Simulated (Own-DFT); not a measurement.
# How strain changes the stress of bcc W, 16 atoms (W16)

All numbers below are calculated, not measured. They come from Own-DFT, an in-house plane-wave density functional program, since retired, whose code no person has reviewed. Each row is one single-point run on a periodic cell that was not relaxed, without spin or spin-orbit coupling.

Settings of every run: PBE; PseudoDojo norm-conserving scalar-relativistic files; cutoff 50 hartree; 5 x 5 x 5 k mesh centred on Gamma; cold (Marzari-Vanderbilt) smearing of 0.2 eV.

Known limits: forces on such cells failed a check on a denser k mesh; stress not checked against mesh or cutoff.

Unstrained cell vectors in Å: (6.330, 0.000, 0.000); (0.000, 6.330, 0.000); (0.000, 0.000, 6.330). The unstrained cell has measured lattice constants (interpolated for alloys), not those of this functional. That, the random moves and any unrelaxed bonds set the pressure at no strain. Each run strains this cell uniformly, with the atoms carried along. Every atom was also moved at random, by a Gaussian of width 0.05 Å on each axis. Strain is the symmetric tensor, in per cent. Stress is positive in tension, and the pressure is minus a third of its trace.

| run | e_xx (%) | e_yy (%) | e_zz (%) | e_yz (%) | e_xz (%) | e_xy (%) | s_xx (GPa) | s_yy (GPa) | s_zz (GPa) | s_yz (GPa) | s_xz (GPa) | s_xy (GPa) | P (GPa) | E (meV/atom) |
|---|---|---|---|---|---|---|---|---|---|---|---|---|---|---|
| 1 | -1.66 | 1.26 | 1.25 | 1.54 | 0.60 | -1.52 | -12.83 | -2.71 | -2.57 | 4.72 | 2.47 | -4.66 | 6.03 | 51.3 |
| 2 | -1.62 | -1.26 | -0.88 | 0.05 | -0.80 | -0.11 | -22.19 | -21.18 | -19.09 | -0.13 | -2.93 | -0.65 | 20.82 | 58.5 |
| 3 | -1.70 | 0.84 | 0.98 | -0.48 | -1.01 | -1.90 | -12.41 | -4.63 | -4.58 | -2.01 | -3.57 | -5.32 | 7.21 | 18.4 |
| 4 | -0.42 | -0.23 | 1.26 | 1.26 | 0.72 | 0.99 | -8.04 | -7.39 | -2.18 | 3.83 | 1.90 | 2.66 | 5.87 | 13.3 |
| 5 | 0.24 | -1.38 | 0.09 | 1.70 | -0.08 | 0.86 | -9.16 | -14.58 | -9.81 | 5.18 | -0.47 | 2.88 | 11.18 | 21.6 |
| 6 | -0.85 | -0.05 | -1.76 | -1.01 | -0.65 | -0.36 | -16.65 | -13.46 | -20.15 | -3.47 | -2.21 | -1.48 | 16.75 | 37.9 |
| 7 | -1.45 | 0.88 | -0.06 | -1.95 | 1.78 | -0.01 | -15.33 | -7.52 | -10.61 | -6.51 | 5.31 | 0.35 | 11.15 | 55.1 |
| 8 | -1.74 | 0.96 | -0.03 | -0.23 | -0.69 | -1.05 | -15.71 | -7.31 | -10.54 | -1.13 | -2.43 | -3.45 | 11.19 | 48.5 |
| 9 | -0.94 | 0.64 | 1.10 | 1.94 | 1.84 | -1.29 | -9.48 | -4.66 | -3.57 | 6.32 | 6.37 | -4.99 | 5.90 | 35.1 |
| 10 | 1.31 | -1.21 | 0.99 | 1.25 | -0.52 | -0.87 | -1.50 | -9.92 | -2.63 | 3.70 | -1.00 | -2.57 | 4.68 | 33.1 |
| 11 | 0.79 | 1.04 | -0.88 | 1.00 | -0.79 | -1.49 | -2.60 | -1.93 | -8.59 | 2.97 | -1.93 | -4.33 | 4.38 | 0.0 |
| 12 | -0.95 | -0.66 | 0.07 | 0.40 | -0.17 | -0.47 | -13.72 | -13.34 | -10.45 | 1.43 | -0.64 | -1.34 | 12.50 | 13.2 |
| 13 | 0.38 | -0.88 | 0.35 | -1.73 | -0.52 | -1.41 | -7.90 | -11.88 | -7.50 | -5.58 | -2.32 | -4.58 | 9.10 | 47.7 |
| 14 | -1.53 | 1.41 | 0.62 | 0.00 | 1.34 | 0.57 | -11.97 | -2.86 | -4.35 | -0.14 | 3.91 | 1.86 | 6.39 | 19.6 |
| 15 | -1.45 | 0.59 | -0.52 | 1.09 | 1.63 | -0.05 | ? | ? | ? | ? | ? | ? | ? | ? |

E is the free energy for each atom above the lowest run shown.

## Worked fit

Each stress component was fitted by least squares to a constant and the strains of the runs shown, as fractions, with shears doubled. Shear strains stay in the fit of a normal stress only where such slopes are resolved. The slopes, in GPa:

```
stress,at no strain,per e_xx,per e_yy,per e_zz,scatter
s_xx,-8.0,566 ± 23,225 ± 24,210 ± 23,0.74
s_yy,-8.0,244 ± 17,556 ± 17,200 ± 17,0.53
s_zz,-8.1,224 ± 18,207 ± 18,549 ± 18,0.57
```

Each shear stress against twice its own strain: yz 161 ± 2, xz 167 ± 5, xy 164 ± 9 GPa. These are stiffnesses along x, y and z of the frame in which the cell vectors are given, which need not be the crystal's axes. The atoms are held to the strained lattice; where symmetry lets them move under strain, relaxing them would lower some slopes. The table should be nearly symmetric about its diagonal, and what it lacks of that shows the noise. A ninth of its sum, 331 ± 10 GPa, estimates the bulk modulus near the mean pressure of these runs, 9.5 GPa, so it lies above the value at zero pressure.

## Withheld run

Question: what normal stresses and pressure should run 15 give?

The fit gives s_xx = -16.0, s_yy = -9.3, s_zz = -13.0 and P = 12.8 GPa. The calculation gave -15.79, -8.71, -12.53 and P = 12.34 GPa.
